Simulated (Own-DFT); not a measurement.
# Energy and forces against displacement in zincblende InP, 64 atoms (In32P32)

These are calculations, not measurements. The program, named Own-DFT, is a retired in-house plane-wave density functional code that no person has reviewed. Each row is one single-point run on a periodic cell that was not relaxed, without spin or spin-orbit coupling.

Settings of every run: PBE; PseudoDojo norm-conserving scalar-relativistic files; cutoff 36 hartree; 3 x 3 x 3 k mesh centred on Gamma; Fermi-Dirac smearing of 0.1 eV.

Known limits: forces on such cells moved up to 12 meV/angstrom on a denser k mesh; stress not checked against mesh or cutoff.

Cell vectors in Å: (11.737, 0.000, 0.000); (0.000, 11.737, 0.000); (0.000, 0.000, 11.737). In each run every atom was moved at random and independently from its ideal site; u is the rms move along one axis. E is the free energy for each atom above the fitted value at u = 0, and F the rms of the force components.

| run | u (Å) | E (meV/atom) | F (eV/Å) | largest force (eV/Å) | P (GPa) |
|---|---|---|---|---|---|
| 1 | 0.0186 | 4.6 | 0.224 | 0.83 | 3.20 |
| 2 | 0.0199 | 5.2 | 0.234 | 0.75 | 3.20 |
| 3 | 0.0214 | ? | ? | ? | ? |
| 4 | 0.0510 | 39.1 | 0.627 | 2.30 | 3.61 |
| 5 | 0.0538 | 43.5 | 0.684 | 2.36 | 3.69 |
| 6 | 0.0932 | 109.0 | 1.082 | 3.97 | 4.43 |
| 7 | 0.0975 | 123.9 | 1.142 | 4.21 | 4.58 |
| 8 | 0.1461 | 314.9 | 2.087 | 7.67 | 7.08 |
| 9 | 0.2040 | 619.8 | 3.221 | 13.06 | 10.67 |

## Worked fit

For small independent moves the energy grows as E = (3/2) K u², with K the mean stiffness felt by one atom. The runs with u up to 0.11 Å give K = 9.1 ± 0.4 eV/Å², with residuals divided by u² + 0.0006 Å², since the noise grows with the moves. The scatter is 3.1 meV/atom at u = 0.05 Å. The forces follow F = G u with G = 12.0 eV/Å²; no force at u = 0 is resolved. G exceeds K because the moves of its neighbours add to the force on an atom, and stiffness differs between atoms. At u = 0.204 Å the parabola gives 570 meV/atom and the run 620. The pressure follows P = 3.19 + 147 u² GPa: at fixed volume, shortened bonds push harder than stretched ones pull.

## Withheld run

Question: what energy and rms force should run 3 give?

The fit gives 6 ± 1 meV/atom and about 0.26 eV/Å. The calculation gave 6.0 meV/atom and 0.255 eV/Å.
